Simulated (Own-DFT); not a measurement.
# Point defects and the pressure they add: C11b WSi2

Everything here is calculated. The program is Own-DFT (plane waves, in-house, since retired, never reviewed by a person); positions were held fixed, and spin and spin-orbit coupling were off.

Method: PBE; PseudoDojo norm-conserving scalar-relativistic files; cutoff 50 hartree; 5 x 5 x 5 k mesh centred on Gamma; cold (Marzari-Vanderbilt) smearing of 0.2 eV.

Known weak points: forces on such cells failed a check on a denser k mesh; stress not checked against mesh or cutoff.

All runs share one cell, with vectors in Å (-2.148, -5.953, 3.409); (-6.444, 2.976, 1.136); (-2.553, -2.948, -6.757) and a volume of 403.2 Å³. u is the rms random offset of the atoms per axis. The defect's site can differ from row to row.

```
cell,formula,u (Å),P (GPa)
no defect,Si20W10,0.0196,4.42
no defect,Si20W10,0.0211,4.57
no defect,Si20W10,0.0468,6.01
one W vacancy,Si20W9,0.0279,3.28
one W vacancy,Si20W9,0.0305,3.82
one W vacancy,Si20W9,0.0505,?
one W vacancy,Si20W9,0.0522,4.54
one Si on a W site,Si21W9,0.0265,6.08
one Si on a W site,Si21W9,0.0299,6.22
one Si on a W site,Si21W9,0.0505,7.74
one Si vacancy,Si19W10,0.0321,3.11
one Si vacancy,Si19W10,0.0482,4.86
one Si vacancy,Si19W10,0.0540,4.35
one W on a Si site,Si19W11,0.0281,9.87
one W on a Si site,Si19W11,0.0298,9.75
one W on a Si site,Si19W11,0.0500,10.77
```

## Working it out

P = P0 + c u² + a shift for each defect gives P0 = 4.27 GPa, c = 726 ± 97 GPa/Å² and a scatter of 0.31 GPa. The shifts, and each times the cell's volume:

- one W on a Si site: 4.85 ± 0.26 GPa, 12.2 eV
- one Si on a W site: 1.41 ± 0.26 GPa, 3.5 eV
- one W vacancy: -1.46 ± 0.26 GPa, -3.7 eV
- one Si vacancy: -1.68 ± 0.27 GPa, -4.2 eV

Against the defect-free cell, a freed cell would be larger where the shift is positive and smaller where it is negative (160.2 GPa Å³ is 1 eV). The atoms around the defects weren't relaxed, which would change these numbers.

## Withheld run

Asked: what pressure belongs in the blank (one W vacancy, u = 0.0505 Å)?

The fitted form gives 4.66 ± 0.37 GPa. DFT gave 3.98 GPa.
